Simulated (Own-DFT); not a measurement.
# Strain and stress in wurtzite GaN, 72 atoms (Ga36N36)

All numbers below are calculated, not measured. They come from Own-DFT, an in-house plane-wave density functional program, since retired, whose code no person has reviewed. Each row is one single-point run on a periodic cell that was not relaxed, without spin or spin-orbit coupling.

Settings of every run: PBE; PseudoDojo norm-conserving scalar-relativistic files (stringent for Ga); cutoff 96 hartree; 4 x 4 x 3 k mesh centred on Gamma; Gaussian smearing of 0.01 eV.

Known limits: forces not confirmed at this smearing and k mesh; stress not checked against mesh or cutoff.

Unstrained cell vectors in Å: (9.567, 0.000, 0.000); (-4.784, 8.285, 0.000); (0.000, 0.000, 10.370). The unstrained cell has measured lattice constants (interpolated for alloys), not those of this functional. That, the random moves and any unrelaxed bonds set the pressure at no strain. Each run strains this cell uniformly, with the atoms carried along. Every atom was also moved at random, by a Gaussian of width 0.05 Å on each axis. Strain is the symmetric tensor, in per cent. Stress is positive in tension, and the pressure is minus a third of its trace.

```
run,e_xx (%),e_yy (%),e_zz (%),s_xx (GPa),s_yy (GPa),s_zz (GPa),P (GPa),E (meV/atom)
1,0.00,0.00,-1.25,-7.08,-9.16,-12.79,9.68,23.7
2,0.00,0.00,-0.25,-8.71,-6.93,-7.60,7.75,21.4
3,0.00,0.00,2.75,-4.49,-5.44,3.37,2.19,10.9
4,0.00,0.00,2.75,-4.19,-5.15,3.75,1.86,10.5
5,0.00,0.00,-0.50,-5.41,-7.10,-11.22,7.91,14.1
6,0.00,0.00,-1.25,-6.88,-7.93,-13.78,9.53,19.1
7,0.00,0.00,-0.25,-6.38,-6.64,-8.45,7.16,9.1
8,0.00,0.00,-0.50,-6.56,-7.16,-10.23,7.98,17.8
9,0.00,0.00,1.75,-6.25,-4.25,0.17,3.44,0.0
10,0.00,0.00,1.75,-6.22,-5.96,-0.17,4.12,19.0
11,0.00,0.00,0.75,?,?,?,?,?
```

E is the free energy for each atom above the lowest run shown.

## Worked fit

The change of volume is close to e_xx + e_yy + e_zz. A straight line through the runs shown gives P = 7.10 - 187 x (fractional change of volume) GPa, with an error of 6 on the slope and a scatter of 0.27 GPa. The strain isn't the same on all axes and the cell isn't cubic, so the slope belongs to this path and is not the bulk modulus.

## Withheld run

Question: what pressure should run 11 give? Its volume changes by 0.75 %.

The line gives 5.7 GPa. The calculation gave 5.85 GPa.
